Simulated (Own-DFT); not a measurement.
# What a defect does to the pressure of its cell: zincblende GaAs

Calculated, not measured: single-point runs of Own-DFT, a retired in-house plane-wave DFT program that no person has reviewed, on unrelaxed cells, without spin or spin-orbit coupling.

Common settings: PBE; PseudoDojo norm-conserving scalar-relativistic files; cutoff 42 hartree; 3 x 3 x 3 k mesh centred on Gamma; Fermi-Dirac smearing of 0.1 eV.

Limits (not all hold for every row): not probed for a lower state with spin; forces not confirmed at this smearing and k mesh; stress not checked against mesh or cutoff.

All runs share one cell, with vectors in Å (10.862, 0.000, 0.000); (0.000, 10.862, 0.000); (0.000, 0.000, 11.796) and a volume of 1391.7 Å³, strained against the parent crystal. u is the rms random offset of the atoms per axis. The defect's site can differ from row to row.

```
                             cell     formula   u (Å)  P (GPa)
                        no defect    As32Ga32  0.0302     6.69
                        no defect    As32Ga32  0.0335     6.72
                        no defect    As32Ga32  0.0543     7.19
              one In on a Ga site  As32Ga31In  0.0294     7.42
              one In on a Ga site  As32Ga31In  0.0302     7.43
              one In on a Ga site  As32Ga31In  0.0308     7.51
              one Al on a Ga site  AlAs32Ga31  0.0291     6.63
              one Al on a Ga site  AlAs32Ga31  0.0318     6.70
              one Al on a Ga site  AlAs32Ga31  0.0487     6.94
one As vacancy and one Ga vacancy    As31Ga31  0.0307        ?
one As vacancy and one Ga vacancy    As31Ga31  0.0312     5.95
one As vacancy and one Ga vacancy    As31Ga31  0.0488     6.40
one As vacancy and one Ga vacancy    As31Ga31  0.0531     6.23
              one P on an As site   As31Ga32P  0.0296     6.38
              one P on an As site   As31Ga32P  0.0301     6.39
              one P on an As site   As31Ga32P  0.0480     6.74
```

## Working it out

P = P0 + c u² + a shift for each defect gives P0 = 6.50 GPa, c = 225 ± 26 GPa/Å² and a scatter of 0.07 GPa. The shifts, and each times the cell's volume:

- one In on a Ga site: 0.75 ± 0.06 GPa, 6.5 eV
- one Al on a Ga site: -0.06 ± 0.06 GPa, -0.5 eV (not resolved)
- one P on an As site: -0.30 ± 0.06 GPa, -2.6 eV
- one As vacancy and one Ga vacancy: -0.77 ± 0.06 GPa, -6.7 eV

Positive is outwards. The product with the volume (160.2 GPa Å³ to the eV) is nearly free of the cell's size; divided by the bulk modulus at the cell's pressure it gives the volume that the defect adds. The atoms around the defects weren't relaxed, which would change these numbers.

## Prediction

Q: what pressure belongs in the blank (one As vacancy and one Ga vacancy, u = 0.0307 Å)?

The fitted form gives 5.94 ± 0.09 GPa. The calculation gave 5.95 GPa.
